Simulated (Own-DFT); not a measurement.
# Strain and stress in wurtzite AlN, 72 atoms (Al36N36)

All numbers below are calculated, not measured. The program, named Own-DFT, is a retired in-house plane-wave density functional code that no person has reviewed. Each row is one single-point run on a periodic cell that was not relaxed, without spin or spin-orbit coupling.

Settings of every run: PBE; PseudoDojo norm-conserving scalar-relativistic files; cutoff 42 hartree; 4 x 4 x 3 k mesh centred on Gamma; Gaussian smearing of 0.01 eV.

Known limits: k mesh not checked against a denser one; stress not checked against mesh or cutoff.

Unstrained cell vectors in Å: (9.336, 0.000, 0.000); (-4.668, 8.085, 0.000); (0.000, 0.000, 9.964). The unstrained cell has measured lattice constants (interpolated for alloys), not those of this functional. That, the random moves and any unrelaxed bonds set the pressure at no strain. Each run strains this cell uniformly, with the atoms carried along. Every atom was also moved at random, by a Gaussian of width 0.05 Å on each axis. Strain is the symmetric tensor, in per cent. Stress is positive in tension, and the pressure is minus a third of its trace.

```
run,e_xx (%),e_yy (%),e_zz (%),s_xx (GPa),s_yy (GPa),s_zz (GPa),P (GPa),E (meV/atom)
1,-2.25,-2.25,0.00,-21.72,-18.84,-8.80,16.45,37.9
2,-2.00,-2.00,0.00,-20.05,-17.79,-7.74,15.19,38.0
3,1.25,1.25,0.00,2.49,-0.58,-3.22,0.44,0.0
4,-2.50,-2.50,0.00,-23.91,-20.99,-8.83,17.91,51.9
5,-1.00,-1.00,0.00,-10.85,-13.25,-6.25,10.12,11.0
6,-2.75,-2.75,0.00,-23.40,-25.86,-8.73,19.33,51.3
7,-0.50,-0.50,0.00,-10.45,-6.99,-7.24,8.23,23.4
8,-1.50,-1.50,0.00,-12.40,-16.27,-9.99,12.89,31.3
9,-0.25,-0.25,0.00,?,?,?,?,?
```

E is the free energy for each atom above the lowest run shown.

## Worked fit

The change of volume is close to e_xx + e_yy + e_zz. A straight line through the runs shown gives P = 5.99 - 237 x (fractional change of volume) GPa, with an error of 6 on the slope and a scatter of 0.38 GPa. The strain isn't the same on all axes and the cell isn't cubic, so the slope belongs to this path and is not the bulk modulus.

## Withheld run

Question: what pressure should run 9 give? Its volume changes by -0.50 %.

The line gives 7.2 GPa. The calculation gave 7.00 GPa.
